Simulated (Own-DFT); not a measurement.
# Stretching a layer in its plane: wurtzite GaN, 72 atoms (Ga36N36)

Source: density functional calculations with Own-DFT, an unreviewed in-house program that is no longer used. Nothing was measured or relaxed, and spin and spin-orbit coupling are left out.

All runs used: PBE; PseudoDojo norm-conserving scalar-relativistic files; cutoff 42 hartree; 4 x 4 x 3 k mesh centred on Gamma; Fermi-Dirac smearing of 0.1 eV.

Caveats: forces not confirmed at this smearing and k mesh; stress not checked against mesh or cutoff.

Unstrained cell vectors in Å: (9.567, 0.000, 0.000); (-4.784, 8.285, 0.000); (0.000, 0.000, 10.370). The unstrained cell has measured lattice constants (interpolated for alloys), not those of this functional. That, the random moves and any unrelaxed bonds set the pressure at no strain. Each run strains x and y alike by e, as a substrate would, and holds the height along z. Each atom got a random Gaussian move of width 0.05 Å along each axis. Stress is positive in tension.

```
e (%)  u (Å)  (s_xx + s_yy)/2 (GPa)  s_zz (GPa)
-2.75  0.048                 -24.12      -12.50
-1.75  0.052                 -19.26       -9.30
-1.25  0.048                 -13.73      -10.46
-0.75  0.054                 -12.10       -8.93
-0.50  0.047                 -10.11       -8.08
 0.25  0.052                  -6.27       -6.69
 0.50  0.050                      ?           ?
 0.75  0.049                  -3.30       -7.01
 2.00  0.053                   2.19       -5.50
 2.25  0.046                   3.94       -5.98
```

## Worked fit

With e as a fraction, the in-plane stress is -7.5 + 552 e - 2338 e² GPa (errors 16 and 1047, scatter 0.76), and s_zz is -8.0 + 128 e GPa (slope ± 17, scatter 0.81). At e = 0 the first slope is C11 + C12 and the second 2 C13, both with the ions held to the strained lattice and at the cell's own pressure. A free layer would change its height as e changes, and the in-plane slope would drop by 2 C13²/C33 to the biaxial modulus. At fixed height, a misfit of 1 % moves the in-plane stress by about 5.5 GPa and s_zz by 1.3 GPa.

## Withheld run

Question: what are the two stresses at e = 0.50 %?

Estimate: -4.8 and -7.4 GPa. The calculation gave -4.29 and -8.17 GPa.
